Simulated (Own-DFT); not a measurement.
Simulation results for Hf36O71 (tetragonal hafnia with one neutral oxygen vacancy, atoms displaced)

All values are calculated (Own-DFT development build). A calculation, not a measurement: plane-wave PBE and HSE06 DFT by an unreviewed code, no spin, of a simulated cell at Gamma alone, so results move with cell size and shape, stress positive in tension, energies less offsets, not probed for a lower state with spin; hafnium file: forces about 75 meV/angstrom off all-electron values; oxygen file: force components 24 meV/angstrom off all-electron in a glass; k mesh not checked against a denser one; forces and stress are PBE's, HSE06 gives the energy alone, and its difference from PBE has offsets of its own; offsets are fitted by least squares, one for each functional and potential file, so energies compare only between cells with the same atoms and settings and are not formation energies; the far tail of each file's local potential was reset to the Coulomb form; each entry is a single point on an unrelaxed cell, so the pressure reflects the starting lattice, taken from the Materials Project, from which strain is counted, and rises with the displacements; printed positions are rounded, which can move forces by about a meV/angstrom; the program is a retired in-house code; no spin-orbit coupling.

Common to all runs: first functional PBE; second functional HSE06; exact exchange share 0.25; screening 0.11 1/bohr; exchange divergence Gygi-Baldereschi; potential files PseudoDojo norm-conserving, scalar-relativistic, made for PBE, standard set; wave cutoff 48 hartree; occupations fixed; k mesh 1 x 1 x 1 centred on Gamma.

(1) Hf36O71 (tetragonal hafnia with one neutral oxygen vacancy, atoms displaced)

```cif
# cell vector a (Å): 10.7800 0.0000 0.0000
# cell vector b (Å): 0.0000 10.7800 0.0000
# cell vector c (Å): 0.0000 0.0000 10.4493
data_Hf36O71
_symmetry_space_group_name_H-M 'P 1'
_symmetry_Int_Tables_number 1
_cell_length_a 10.7800
_cell_length_b 10.7800
_cell_length_c 10.4493
_cell_angle_alpha 90.000
_cell_angle_beta 90.000
_cell_angle_gamma 90.000
_cell_volume 1214.30
loop_
_atom_site_label
_atom_site_type_symbol
_atom_site_fract_x
_atom_site_fract_y
_atom_site_fract_z
_atom_site_occupancy
Hf1 Hf 0.00509 0.00337 0.99480 1
Hf2 Hf 0.16464 0.16262 0.24507 1
O1 O 0.00227 0.16793 0.15513 1
O2 O 0.16753 0.99898 0.34622 1
O3 O 0.00039 0.16492 0.40308 1
O4 O 0.16447 0.99606 0.09981 1
Hf3 Hf 0.99865 0.99744 0.49769 1
Hf4 Hf 0.16549 0.16234 0.74993 1
O5 O 0.00164 0.16355 0.65877 1
O6 O 0.16676 0.99789 0.84745 1
O7 O 0.00352 0.16994 0.90551 1
O8 O 0.16475 0.00036 0.59563 1
Hf5 Hf 0.00146 0.33938 0.00085 1
Hf6 Hf 0.16888 0.49889 0.24561 1
O9 O 0.99353 0.49874 0.15564 1
O10 O 0.16722 0.32955 0.34044 1
O11 O 0.99520 0.50557 0.39962 1
O12 O 0.16516 0.33615 0.09479 1
Hf7 Hf 0.99996 0.33217 0.49810 1
Hf8 Hf 0.16660 0.50391 0.74754 1
O13 O 0.99709 0.49790 0.65132 1
O14 O 0.16795 0.33455 0.85180 1
O15 O 0.00016 0.50086 0.90340 1
O16 O 0.16377 0.33176 0.59717 1
Hf9 Hf 0.99742 0.66893 0.99584 1
Hf10 Hf 0.16666 0.83803 0.25036 1
O17 O 0.00327 0.83172 0.15529 1
O18 O 0.17030 0.66955 0.34884 1
O19 O 0.99604 0.83410 0.40106 1
O20 O 0.16324 0.66701 0.09606 1
Hf11 Hf 0.99149 0.66473 0.50256 1
Hf12 Hf 0.17120 0.83269 0.75163 1
O21 O 0.00160 0.83099 0.64753 1
O22 O 0.16509 0.66345 0.84771 1
O23 O 0.00094 0.83620 0.90418 1
O24 O 0.16793 0.66387 0.59895 1
Hf13 Hf 0.33571 0.00100 0.99969 1
Hf14 Hf 0.49375 0.16603 0.24802 1
O25 O 0.33243 0.16704 0.15358 1
O26 O 0.50053 0.99580 0.34365 1
O27 O 0.33278 0.16470 0.40041 1
O28 O 0.50294 0.99955 0.09952 1
Hf15 Hf 0.33885 0.99544 0.49962 1
Hf16 Hf 0.49839 0.16786 0.74982 1
O29 O 0.33063 0.16840 0.65340 1
O30 O 0.49829 0.00625 0.84517 1
O31 O 0.33228 0.16909 0.89822 1
O32 O 0.49923 0.00314 0.60453 1
Hf17 Hf 0.33635 0.33062 0.99450 1
Hf18 Hf 0.49960 0.50201 0.25671 1
O33 O 0.33635 0.49468 0.14975 1
O34 O 0.50122 0.33704 0.34920 1
O35 O 0.33272 0.49732 0.40394 1
O36 O 0.50148 0.32910 0.09734 1
Hf19 Hf 0.33274 0.33650 0.49910 1
Hf20 Hf 0.49878 0.49994 0.74632 1
O37 O 0.33622 0.50459 0.65373 1
O38 O 0.49939 0.33413 0.84604 1
O39 O 0.33723 0.49823 0.91091 1
O40 O 0.49713 0.33130 0.59780 1
Hf21 Hf 0.32834 0.66220 0.00062 1
Hf22 Hf 0.49789 0.83614 0.24961 1
O41 O 0.33476 0.83418 0.15309 1
O42 O 0.49745 0.66411 0.34465 1
O43 O 0.33725 0.83281 0.40285 1
O44 O 0.49647 0.66622 0.09685 1
Hf23 Hf 0.33081 0.66721 0.50190 1
Hf24 Hf 0.50113 0.83411 0.75453 1
O45 O 0.34132 0.83495 0.65175 1
O46 O 0.49808 0.66715 0.84558 1
O47 O 0.33718 0.83412 0.90260 1
O48 O 0.49657 0.66364 0.59553 1
Hf25 Hf 0.66836 0.00259 0.00182 1
Hf26 Hf 0.83439 0.16533 0.25014 1
O49 O 0.66812 0.16506 0.15413 1
O50 O 0.83229 0.00156 0.34865 1
O51 O 0.83679 0.00111 0.09832 1
Hf27 Hf 0.67026 0.00172 0.49797 1
Hf28 Hf 0.83600 0.16545 0.75154 1
O52 O 0.66364 0.16939 0.65308 1
O53 O 0.83018 0.00583 0.84835 1
O54 O 0.66533 0.16421 0.90380 1
O55 O 0.83589 0.99830 0.59526 1
Hf29 Hf 0.66434 0.33553 0.99141 1
Hf30 Hf 0.83150 0.49696 0.24661 1
O56 O 0.66602 0.49999 0.15585 1
O57 O 0.83587 0.33396 0.35073 1
O58 O 0.66315 0.49732 0.40059 1
O59 O 0.83264 0.33677 0.09983 1
Hf31 Hf 0.66226 0.33274 0.49933 1
Hf32 Hf 0.82973 0.49706 0.74493 1
O60 O 0.66680 0.50096 0.64987 1
O61 O 0.83620 0.33567 0.84253 1
O62 O 0.66698 0.50073 0.90536 1
O63 O 0.82955 0.33279 0.59835 1
Hf33 Hf 0.66827 0.66590 0.99827 1
Hf34 Hf 0.83249 0.83633 0.24772 1
O64 O 0.66472 0.83558 0.15031 1
O65 O 0.83132 0.66576 0.34952 1
O66 O 0.66350 0.82897 0.40280 1
O67 O 0.82926 0.66461 0.09595 1
Hf35 Hf 0.66238 0.66348 0.50003 1
Hf36 Hf 0.83613 0.83075 0.74973 1
O68 O 0.66683 0.83557 0.65166 1
O69 O 0.82927 0.66728 0.84762 1
O70 O 0.66834 0.83514 0.90196 1
O71 O 0.83751 0.66572 0.59895 1
```

* PBE energy of cell above offsets: -100.947 eV
* HSE06 less PBE above offsets: -0.158 eV
* PBE pressure: 1.11 GPa
* PBE stress xx: -0.24 GPa
* PBE stress yy: -1.26 GPa
* PBE stress zz: -1.85 GPa
* PBE stress yz: 0.2 GPa
* PBE stress xz: -0.24 GPa
* PBE stress xy: -0.03 GPa

Force:
```csv
element,x (eV/Å),y (eV/Å),z (eV/Å)
Hf,-0.89,0.149,1.046
Hf,0.309,0.49,1.074
O,-0.524,-0.154,-0.541
O,-0.057,0.148,0.223
O,0.025,0.05,0.179
O,0.77,0.4,-0.631
Hf,0.587,0.016,0.111
Hf,0.643,1.263,-0.094
O,-0.589,0.179,-0.599
O,0.03,-0.078,0.31
O,-0.142,-0.255,-0.192
O,0.731,-0.353,0.185
Hf,-0.196,-0.263,0.302
Hf,-0.443,0.277,0.385
O,1.602,0.112,-0.753
O,-0.199,0.694,0.498
O,0.601,-1.261,0.596
O,0.506,0.051,0.115
Hf,-0.642,0.576,-0.319
Hf,-0.546,-1.421,0.017
O,0.502,0.13,0.165
O,0.026,0.245,-1.078
O,-0.026,0.591,-0.31
O,0.457,0.428,-0.249
Hf,-0.238,-0.388,1.121
Hf,0.037,-1.211,0.154
O,-0.973,-0.105,-0.408
O,0.252,-0.381,-0.481
O,-0.005,-0.173,0.069
O,0.13,-0.432,-0.116
Hf,1.537,0.418,-1.427
Hf,-0.142,-0.052,-1.025
O,0.253,0.048,1.116
O,0.23,0.911,0.084
O,-0.146,-0.35,-0.755
O,-0.379,0.086,0.327
Hf,0.291,-0.182,0.148
Hf,1.213,0.618,0.451
O,-0.488,-0.339,-1.017
O,0.259,1.397,0.947
O,0.463,0.152,0.304
O,-0.938,0.279,-0.447
Hf,-0.454,1.072,0.381
Hf,-0.212,-0.255,-0.818
O,0.089,-0.058,-0.046
O,-0.18,-1.108,0.954
O,-0.01,-1.07,0.492
O,0.553,-0.033,-1.248
Hf,-0.557,0.497,1.189
Hf,0.388,-0.19,-1.599
O,-0.612,0.394,0.677
O,0.071,-1.415,0.14
O,-0.206,0.643,-0.134
O,0.099,-0.302,-0.467
Hf,-0.391,-1.642,-0.04
Hf,0.293,0.541,0.574
O,-0.844,-0.486,0.031
O,0.241,0.307,0.178
O,-0.132,0.312,-1.462
O,0.104,0.493,0.026
Hf,1.208,0.491,0.711
Hf,0.58,-1.443,-0.506
O,-0.618,0.306,-0.224
O,0.07,0.814,0.768
O,-0.02,0.043,0.112
O,0.339,0.031,-0.46
Hf,-0.24,-0.067,-0.88
Hf,0.771,0.467,-0.18
O,-1.513,-0.171,0.135
O,0.157,-0.459,-0.186
O,-0.504,-0.052,-0.026
O,0.691,-0.012,0.103
Hf,0.382,-0.468,0.245
Hf,-0.259,0.863,-0.167
O,-0.213,-0.219,0.765
O,-0.723,-0.132,0.079
O,0.194,-0.191,-0.193
Hf,-0.578,-0.111,0.346
Hf,-0.702,0.639,-0.621
O,0.832,-0.223,-0.316
O,0.519,-1.252,-0.123
O,0.065,1.022,-0.238
O,-0.563,0.202,0.28
Hf,0.268,-0.634,1.933
Hf,-0.234,0.296,0.859
O,-0.66,0.084,-0.509
O,-0.447,-0.675,-0.193
O,0.038,0.437,0.614
O,-0.301,-0.344,-0.808
Hf,0.453,-0.904,-0.327
Hf,0.646,0.22,0.312
O,-0.537,0.13,0.101
O,-0.369,-0.524,0.595
O,-0.014,-0.026,-0.99
O,0.532,0.06,-0.357
Hf,-1.113,0.594,0.733
Hf,0.096,-0.957,0.266
O,0.419,-0.013,0.272
O,-0.131,0.405,-0.342
O,0.124,0.738,0.19
O,0.853,0.411,-0.062
Hf,0.548,0.375,-0.545
Hf,-0.722,0.698,-0.254
O,0.264,-0.416,0.332
O,0.406,-0.2,-0.178
O,-0.178,0.051,-0.008
O,-1.961,0.113,0.628
```

(2) Hf36O71 (tetragonal hafnia with one neutral oxygen vacancy, atoms displaced)

```cif
# cell vector a (Å): 10.7800 0.0000 0.0000
# cell vector b (Å): 0.0000 10.7800 0.0000
# cell vector c (Å): 0.0000 0.0000 10.4493
data_Hf36O71
_symmetry_space_group_name_H-M 'P 1'
_symmetry_Int_Tables_number 1
_cell_length_a 10.7800
_cell_length_b 10.7800
_cell_length_c 10.4493
_cell_angle_alpha 90.000
_cell_angle_beta 90.000
_cell_angle_gamma 90.000
_cell_volume 1214.30
loop_
_atom_site_label
_atom_site_type_symbol
_atom_site_fract_x
_atom_site_fract_y
_atom_site_fract_z
_atom_site_occupancy
Hf1 Hf 0.99247 0.99794 0.99893 1
Hf2 Hf 0.16606 0.16710 0.25023 1
O1 O 0.99647 0.16461 0.15381 1
O2 O 0.16330 0.00360 0.34742 1
O3 O 0.99838 0.16310 0.40390 1
O4 O 0.16773 0.99872 0.09646 1
Hf3 Hf 0.99561 0.99929 0.49763 1
Hf4 Hf 0.16685 0.16835 0.74932 1
O5 O 0.99963 0.16688 0.65559 1
O6 O 0.16699 0.99926 0.84355 1
O7 O 0.00241 0.16383 0.90393 1
O8 O 0.16640 0.00280 0.59408 1
Hf5 Hf 0.00297 0.33063 0.99806 1
Hf6 Hf 0.16495 0.50220 0.24894 1
O9 O 0.00019 0.49831 0.15577 1
O10 O 0.99538 0.49947 0.40475 1
O11 O 0.16521 0.33180 0.09840 1
Hf7 Hf 0.00137 0.32594 0.50146 1
Hf8 Hf 0.16781 0.49896 0.74667 1
O12 O 0.99811 0.50474 0.65103 1
O13 O 0.16692 0.33853 0.84691 1
O14 O 0.00542 0.49957 0.90011 1
O15 O 0.16408 0.33236 0.60133 1
Hf9 Hf 0.00422 0.66474 0.99849 1
Hf10 Hf 0.16713 0.83327 0.25191 1
O16 O 0.99721 0.83858 0.15495 1
O17 O 0.16621 0.67286 0.34729 1
O18 O 0.00129 0.83730 0.39792 1
O19 O 0.16191 0.66479 0.10107 1
Hf11 Hf 0.99635 0.66623 0.50042 1
Hf12 Hf 0.16699 0.83080 0.75178 1
O20 O 0.00007 0.83208 0.65406 1
O21 O 0.16756 0.66131 0.84626 1
O22 O 0.00167 0.83112 0.89932 1
O23 O 0.16997 0.66725 0.59506 1
Hf13 Hf 0.33075 0.99678 0.00285 1
Hf14 Hf 0.49570 0.16429 0.25211 1
O24 O 0.33444 0.16331 0.15401 1
O25 O 0.49740 0.00158 0.34593 1
O26 O 0.33224 0.16258 0.40203 1
O27 O 0.50444 0.99613 0.09896 1
Hf15 Hf 0.33132 0.00335 0.50192 1
Hf16 Hf 0.50153 0.16622 0.74913 1
O28 O 0.33641 0.16923 0.65478 1
O29 O 0.50261 0.00112 0.84764 1
O30 O 0.33660 0.16625 0.89978 1
O31 O 0.49968 0.99963 0.59502 1
Hf17 Hf 0.33199 0.33432 0.99604 1
Hf18 Hf 0.50284 0.49845 0.25384 1
O32 O 0.33291 0.50087 0.15636 1
O33 O 0.50239 0.33635 0.34944 1
O34 O 0.33071 0.49860 0.40425 1
O35 O 0.49817 0.33023 0.10049 1
Hf19 Hf 0.33496 0.33728 0.49557 1
Hf20 Hf 0.49704 0.50346 0.75345 1
O36 O 0.33057 0.50329 0.65733 1
O37 O 0.50434 0.33173 0.85004 1
O38 O 0.33015 0.50155 0.90330 1
O39 O 0.49853 0.33390 0.59907 1
Hf21 Hf 0.33602 0.66496 0.00001 1
Hf22 Hf 0.49680 0.83521 0.25406 1
O40 O 0.33174 0.83398 0.15088 1
O41 O 0.49673 0.66478 0.34750 1
O42 O 0.32878 0.83514 0.40282 1
O43 O 0.49827 0.66770 0.09768 1
Hf23 Hf 0.33301 0.67096 0.50124 1
Hf24 Hf 0.50202 0.83750 0.74793 1
O44 O 0.33600 0.82950 0.65778 1
O45 O 0.49736 0.66916 0.84737 1
O46 O 0.33173 0.83643 0.90640 1
O47 O 0.49754 0.66250 0.59542 1
Hf25 Hf 0.67178 0.99550 0.00141 1
Hf26 Hf 0.83593 0.16891 0.25070 1
O48 O 0.66577 0.16422 0.15218 1
O49 O 0.83144 0.99917 0.34757 1
O50 O 0.66277 0.16763 0.40617 1
O51 O 0.83193 0.99664 0.09413 1
Hf27 Hf 0.66627 0.00129 0.49558 1
Hf28 Hf 0.83109 0.15876 0.75193 1
O52 O 0.67083 0.16894 0.65735 1
O53 O 0.83687 0.00180 0.84168 1
O54 O 0.66342 0.16443 0.90053 1
O55 O 0.83751 0.00373 0.59829 1
Hf29 Hf 0.66865 0.33332 0.00414 1
Hf30 Hf 0.83368 0.49865 0.25285 1
O56 O 0.66394 0.49692 0.15680 1
O57 O 0.83340 0.33621 0.34837 1
O58 O 0.66951 0.50274 0.40274 1
O59 O 0.83436 0.33771 0.09530 1
Hf31 Hf 0.67020 0.33082 0.50617 1
Hf32 Hf 0.83530 0.49937 0.75230 1
O60 O 0.66713 0.50139 0.65193 1
O61 O 0.83039 0.33903 0.84888 1
O62 O 0.66488 0.49710 0.90351 1
O63 O 0.83589 0.33506 0.59518 1
Hf33 Hf 0.66735 0.66744 0.99653 1
Hf34 Hf 0.83375 0.83587 0.24823 1
O64 O 0.66747 0.83616 0.15256 1
O65 O 0.83124 0.66461 0.35077 1
O66 O 0.66646 0.83290 0.40475 1
O67 O 0.83353 0.66768 0.09733 1
Hf35 Hf 0.66703 0.66363 0.50033 1
Hf36 Hf 0.83447 0.83394 0.75010 1
O68 O 0.66907 0.83562 0.64922 1
O69 O 0.83475 0.66716 0.84575 1
O70 O 0.66592 0.83553 0.90357 1
O71 O 0.83280 0.66681 0.59620 1
```

- PBE energy of cell above offsets: -101.119 eV
- HSE06 less PBE above offsets: -0.165 eV
- PBE pressure: 1.28 GPa
- PBE stress xx: -0.54 GPa
- PBE stress yy: -1.13 GPa
- PBE stress zz: -2.16 GPa
- PBE stress yz: 0.17 GPa
- PBE stress xz: -0.05 GPa
- PBE stress xy: -0.01 GPa

Force:
```csv
element,x (eV/Å),y (eV/Å),z (eV/Å)
Hf,2.149,-0.39,0.121
Hf,0.362,0.091,-0.063
O,0.383,-0.005,-0.159
O,0.25,-0.297,-0.319
O,0.014,0.744,-0.506
O,-1.04,0.186,-0.222
Hf,1.263,-0.576,0.268
Hf,0.457,-0.398,0.088
O,-0.044,0.195,-0.163
O,-0.003,0.108,0.035
O,-0.131,0.435,0.069
O,-0.172,-0.131,0.246
Hf,-0.559,0.707,-0.058
Hf,0.231,-0.112,0.594
O,-0.057,0.052,-0.349
O,0.825,-0.35,-0.061
O,0.35,-0.156,0.223
Hf,-0.128,1.189,0.02
Hf,-1.073,0.393,-0.036
O,0.423,0.03,0.17
O,0.048,-1.288,0.397
O,-0.475,-0.106,0.559
O,0.668,0.027,-1.016
Hf,-0.736,-0.232,0.061
Hf,-0.428,0.829,-0.282
O,0.481,-0.039,-0.594
O,-0.043,-1.37,0.05
O,-0.389,-0.644,0.64
O,0.853,0.207,-0.378
Hf,0.425,-0.044,-0.154
Hf,0.051,0.072,-0.015
O,0.011,0.016,-0.296
O,-0.014,1.145,0.292
O,-0.158,0.264,0.445
O,-0.876,0.177,0.142
Hf,0.735,0.784,-0.157
Hf,0.761,1.008,-0.887
O,-0.701,0.041,0.007
O,0.234,-0.536,0.614
O,-0.144,1.418,-0.122
O,-0.681,0.047,-0.144
Hf,-0.246,-0.319,0.051
Hf,-0.149,0.423,0.924
O,-0.694,-0.319,-0.459
O,-0.141,-0.54,-0.453
O,-0.485,0.157,0.547
O,0.262,0.038,0.116
Hf,0.841,-0.594,0.529
Hf,-0.49,0.083,-0.53
O,-0.143,0.056,-0.299
O,-0.407,-0.844,0.345
O,-0.58,0.455,0.027
O,-0.163,0.185,-0.37
Hf,-0.015,-0.797,0.798
Hf,0.757,-0.886,-0.496
O,0.806,-0.402,-0.609
O,-0.573,0.65,-0.329
O,0.591,-0.373,0.014
O,0.381,0.036,-0.197
Hf,-0.416,0.608,0.47
Hf,0.472,-0.425,-0.986
O,0.231,-0.088,0.517
O,-0.028,0.588,0.079
O,0.431,0.401,0.032
O,0.676,0.023,-0.321
Hf,-0.007,-0.434,-0.24
Hf,0.151,0.174,0.295
O,-0.33,0.222,-0.456
O,0.141,0.157,0.128
O,-0.069,-0.985,-0.383
O,0.532,0.184,0.327
Hf,-2.422,1.237,0.084
Hf,-1.073,0.365,0.05
O,0.707,0.215,0.596
O,-0.143,0.71,-0.081
O,0.267,-0.052,-0.149
O,0.499,0.189,0.555
Hf,0.188,-0.685,0.585
Hf,0.48,2.516,-0.358
O,-0.587,-0.084,-0.99
O,0.03,-1.429,1.505
O,0.871,-0.035,0.598
O,-1.213,-0.064,-0.053
Hf,-0.945,-0.544,-0.546
Hf,-0.098,0.608,-0.194
O,0.588,0.108,-0.493
O,-0.149,-1.317,-0.052
O,-0.255,-0.926,0.166
O,0.42,-0.431,0.435
Hf,-0.655,1.035,-0.351
Hf,-0.263,0.058,-0.626
O,-0.169,-0.017,0.434
O,0.387,-1.479,-0.083
O,-0.123,1.135,0.249
O,-0.123,-0.094,0.341
Hf,-0.034,-0.392,0.799
Hf,-0.282,-1.263,0.435
O,-0.235,-0.292,0.264
O,0.34,0.861,-0.478
O,-0.32,0.239,-0.321
O,0.03,-0.109,-0.361
Hf,0.031,0.141,0.083
Hf,0.048,-0.908,-0.708
O,-0.189,0.061,0.615
O,-0.367,0.1,0.243
O,0.401,-0.737,-0.61
O,-0.099,0.349,0.283
```
